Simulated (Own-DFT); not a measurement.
# What a defect does to the pressure of its cell: zincblende GaP

Everything here is calculated. The program is Own-DFT (plane waves, in-house, since retired, never reviewed by a person); positions were held fixed, and spin and spin-orbit coupling were off.

Settings: PBE; PseudoDojo norm-conserving scalar-relativistic files; cutoff 42 hartree; 2 x 3 x 3 k mesh centred on Gamma; Fermi-Dirac smearing of 0.1 eV.

Known weak points (not all hold for every row): not probed for a lower state with spin; forces on such cells failed a check on a denser k mesh; forces on such cells moved up to 12 meV/angstrom on a denser k mesh; forces on such cells passed a denser k mesh, each cell not checked; stress not checked against mesh or cutoff.

All runs share one cell, with vectors in Å (16.352, 0.000, 0.000); (0.000, 10.901, 0.000); (0.000, 0.000, 10.901) and a volume of 1943.1 Å³. The atoms are randomly displaced, by u rms on each axis. The defect's site can differ from row to row.

```
                                     cell  formula   u (Å)  P (GPa)
                                no defect  Ga48P48  0.0193     2.71
                                no defect  Ga48P48  0.0194     2.72
                                no defect  Ga48P48  0.0528     3.22
                          two P vacancies  Ga48P46  0.0306     2.48
                          two P vacancies  Ga48P46  0.0317     2.45
                          two P vacancies  Ga48P46  0.0479     2.79
                  two P on a Ga site each  Ga46P50  0.0296     2.97
                  two P on a Ga site each  Ga46P50  0.0301     2.96
                  two P on a Ga site each  Ga46P50  0.0506     3.35
                  two P on a Ga site each  Ga46P50  0.0532        ?
one Ga on a P site and one P on a Ga site  Ga48P48  0.0286     2.93
one Ga on a P site and one P on a Ga site  Ga48P48  0.0296     2.93
one Ga on a P site and one P on a Ga site  Ga48P48  0.0520     3.48
                       one Ga on a P site  Ga49P47  0.0300     3.14
                       one Ga on a P site  Ga49P47  0.0455     3.45
                       one Ga on a P site  Ga49P47  0.0507     3.59
```

## Fit

P = P0 + c u² + a shift for each defect gives P0 = 2.60 GPa, c = 243 ± 12 GPa/Å² and a scatter of 0.04 GPa. The shifts, and each times the cell's volume:

- one Ga on a P site: 0.35 ± 0.03 GPa, 4.2 eV
- one Ga on a P site and one P on a Ga site: 0.16 ± 0.03 GPa, 2.0 eV
- two P on a Ga site each: 0.14 ± 0.03 GPa, 1.7 eV (0.9 eV for each of its 2 sites)
- two P vacancies: -0.37 ± 0.03 GPa, -4.4 eV (-2.2 eV for each of its 2 sites)

Against the defect-free cell, a freed cell would be larger where the shift is positive and smaller where it is negative (160.2 GPa Å³ is 1 eV). The atoms around the defects weren't relaxed, which would change these numbers.

## Check

The question: what pressure belongs in the blank (two P on a Ga site each, u = 0.0532 Å)?

The fitted form gives 3.43 ± 0.05 GPa. The run itself gave 3.38 GPa.
